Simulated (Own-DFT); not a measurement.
# How strain changes the stress of wurtzite GaN, 72 atoms (Ga36N36)

All numbers below are calculated, not measured. They come from Own-DFT, an in-house plane-wave density functional program, since retired, whose code no person has reviewed. Each row is one single-point run on a periodic cell that was not relaxed, without spin or spin-orbit coupling.

Settings of every run: PBE; PseudoDojo norm-conserving scalar-relativistic files; cutoff 42 hartree; 4 x 4 x 3 k mesh centred on Gamma; Fermi-Dirac smearing of 0.1 eV.

Known limits: forces not confirmed at this smearing and k mesh; stress not checked against mesh or cutoff.

Unstrained cell vectors in Å: (9.567, 0.000, 0.000); (-4.784, 8.285, 0.000); (0.000, 0.000, 10.370). The unstrained cell has measured lattice constants (interpolated for alloys), not those of this functional. That, the random moves and any unrelaxed bonds set the pressure at no strain. Each run strains this cell uniformly, with the atoms carried along. Every atom was also moved at random, by a Gaussian of width 0.05 Å on each axis. Strain is the symmetric tensor, in per cent. Stress is positive in tension, and the pressure is minus a third of its trace.

```
run  e_xx (%)  e_yy (%)  e_zz (%)  s_xx (GPa)  s_yy (GPa)  s_zz (GPa)  P (GPa)  E (meV/atom)
  1     -1.75     -1.75      0.00      -18.66      -15.52      -11.19    15.13          42.3
  2      0.25      0.25      0.00       -4.14       -7.16       -6.52     5.94           0.0
  3     -0.75     -0.75      0.00      -11.21      -11.31       -8.97    10.50          20.3
  4     -0.25     -0.25      0.00      -12.35       -7.38       -7.91     9.21          37.4
  5     -1.00     -1.00      0.00      -13.30      -13.36       -7.76    11.47          21.2
  6      1.50      1.50      0.00       -0.87        1.61       -6.48     1.91           0.5
  7     -1.25     -1.25      0.00      -12.23      -16.66      -10.18    13.03          40.2
  8      2.50      2.50      0.00        5.35        3.06       -4.29    -1.37           9.0
  9      0.75      0.75      0.00           ?           ?           ?        ?             ?
```

E is the free energy for each atom above the lowest run shown.

## Worked fit

The change of volume is close to e_xx + e_yy + e_zz. A straight line through the runs shown gives P = 7.90 - 194 x (fractional change of volume) GPa, with an error of 7 on the slope and a scatter of 0.57 GPa. The strain isn't the same on all axes and the cell isn't cubic, so the slope belongs to this path and is not the bulk modulus.

## Withheld run

Question: what pressure should run 9 give? Its volume changes by 1.51 %.

The line gives 5.0 GPa. The calculation gave 4.60 GPa.
